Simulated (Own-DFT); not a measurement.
# Strain and stress in wurtzite AlGaN with randomly placed atoms, 72 atoms (Al27Ga9N36)

These are calculations, not measurements. The program, named Own-DFT, is a retired in-house plane-wave density functional code that no person has reviewed. Each row is one single-point run on a periodic cell that was not relaxed, without spin or spin-orbit coupling.

Settings of every run: PBE; PseudoDojo norm-conserving scalar-relativistic files (stringent for Ga); cutoff 96 hartree; 4 x 4 x 3 k mesh centred on Gamma; Gaussian smearing of 0.01 eV.

Known limits: forces on such cells passed a denser k mesh, each cell not checked; stress not checked against mesh or cutoff.

Unstrained cell vectors in Å: (9.394, 0.000, 0.000); (-4.697, 8.135, 0.000); (0.000, 0.000, 10.066). The unstrained cell has measured lattice constants (interpolated for alloys), not those of this functional. That, the random moves and any unrelaxed bonds set the pressure at no strain. Each run strains this cell uniformly, with the atoms carried along. Every atom was also moved at random, by a Gaussian of width 0.05 Å on each axis. The random placing of the alloy's atoms differs from row to row. Strain is the symmetric tensor, in per cent. Stress is positive in tension, and the pressure is minus a third of its trace.

| run | e_xx (%) | e_yy (%) | e_zz (%) | s_xx (GPa) | s_yy (GPa) | s_zz (GPa) | P (GPa) | E (meV/atom) |
|---|---|---|---|---|---|---|---|---|
| 1 | -2.75 | -2.75 | 0.00 | -23.36 | -25.52 | -11.58 | 20.15 | 67.7 |
| 2 | 2.25 | 2.25 | 0.00 | 3.40 | 6.56 | -5.22 | -1.58 | 29.2 |
| 3 | 1.75 | 1.75 | 0.00 | 4.59 | 4.21 | -8.05 | -0.25 | 2.2 |
| 4 | 1.00 | 1.00 | 0.00 | -1.02 | -0.64 | -4.76 | 2.14 | 0.0 |
| 5 | 0.50 | 0.50 | 0.00 | -2.19 | -3.59 | -8.60 | 4.79 | 18.5 |
| 6 | -0.50 | -0.50 | 0.00 | -10.58 | -8.55 | -7.87 | 9.00 | 23.6 |
| 7 | -0.25 | -0.25 | 0.00 | -7.32 | -9.17 | -5.09 | 7.19 | 5.9 |
| 8 | 0.25 | 0.25 | 0.00 | -5.40 | -5.52 | -4.51 | 5.15 | 7.4 |
| 9 | -1.75 | -1.75 | 0.00 | ? | ? | ? | ? | ? |

E is the free energy for each atom above the lowest run shown.

## Worked fit

The change of volume is close to e_xx + e_yy + e_zz. A straight line through the runs shown gives P = 7.10 - 219 x (fractional change of volume) GPa, with an error of 12 on the slope and a scatter of 0.94 GPa. The strain isn't the same on all axes and the cell isn't cubic, so the slope belongs to this path and is not the bulk modulus.

## Withheld run

Question: what pressure should run 9 give? Its volume changes by -3.47 %.

The line gives 14.7 GPa. The calculation gave 14.18 GPa.
